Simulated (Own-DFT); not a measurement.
# Which arrangement is lower? As32Ga32, 64 atoms

These are calculations, not measurements. They come from Own-DFT, an in-house plane-wave density functional program, since retired, whose code no person has reviewed. Each row is one single-point run on a periodic cell that was not relaxed, without spin or spin-orbit coupling.

Settings of every run: PBE; PseudoDojo norm-conserving scalar-relativistic files; cutoff 42 hartree; 3 x 3 x 3 k mesh centred on Gamma; Fermi-Dirac smearing of 0.1 eV.

Known limits, some of them of some rows only: not probed for a lower state with spin; forces on such cells failed a check on a denser k mesh; forces not confirmed at this smearing and k mesh; stress not checked against mesh or cutoff.

All cells hold the same atoms in the same cell, with vectors in Å (11.307, 0.000, 0.000); (0.000, 11.307, 0.000); (0.000, 0.000, 11.307). Every atom was moved at random from its ideal site; u is the rms move along one axis. The defect's site can differ from row to row. E is the free energy of the cell above the lowest run. The arrangements:

- A: zincblende GaAs
- B: zincblende GaAs, with one As on a Ga site and one Ga on an As site, 2.4 Å apart

| arrangement | u (Å) | E (eV) | P (GPa) |
|---|---|---|---|
| A | 0.0191 | 0.000 | 3.49 |
| A | 0.0191 | 0.055 | 3.51 |
| A | 0.0202 | 0.082 | 3.51 |
| A | 0.0467 | 1.941 | 3.91 |
| A | 0.0503 | 2.352 | 4.01 |
| A | 0.0541 | 2.612 | 4.01 |
| B | 0.0265 | 3.007 | 3.91 |
| B | 0.0297 | 3.079 | 3.92 |
| B | 0.0330 | 3.205 | 3.96 |
| B | 0.0482 | 4.762 | 4.30 |
| B | 0.0494 | 4.342 | 4.20 |
| B | 0.0510 | 4.455 | 4.22 |

Question: once the cost of the random moves is taken out, how do the arrangements rank?

## Worked answer

Fit E = a + b u², with one b for all and one a for each arrangement, and with residuals divided by u², since the noise grows with the moves. Then b = 979 eV/Å², the scatter at u = 0.04 Å is 0.16 eV, and against A:

- B: 2.56 ± 0.06 eV (higher)

These are energies of unrelaxed cells. Relaxing the atoms lowers the strained arrangements most, so the gaps would shrink and small ones could change sign.
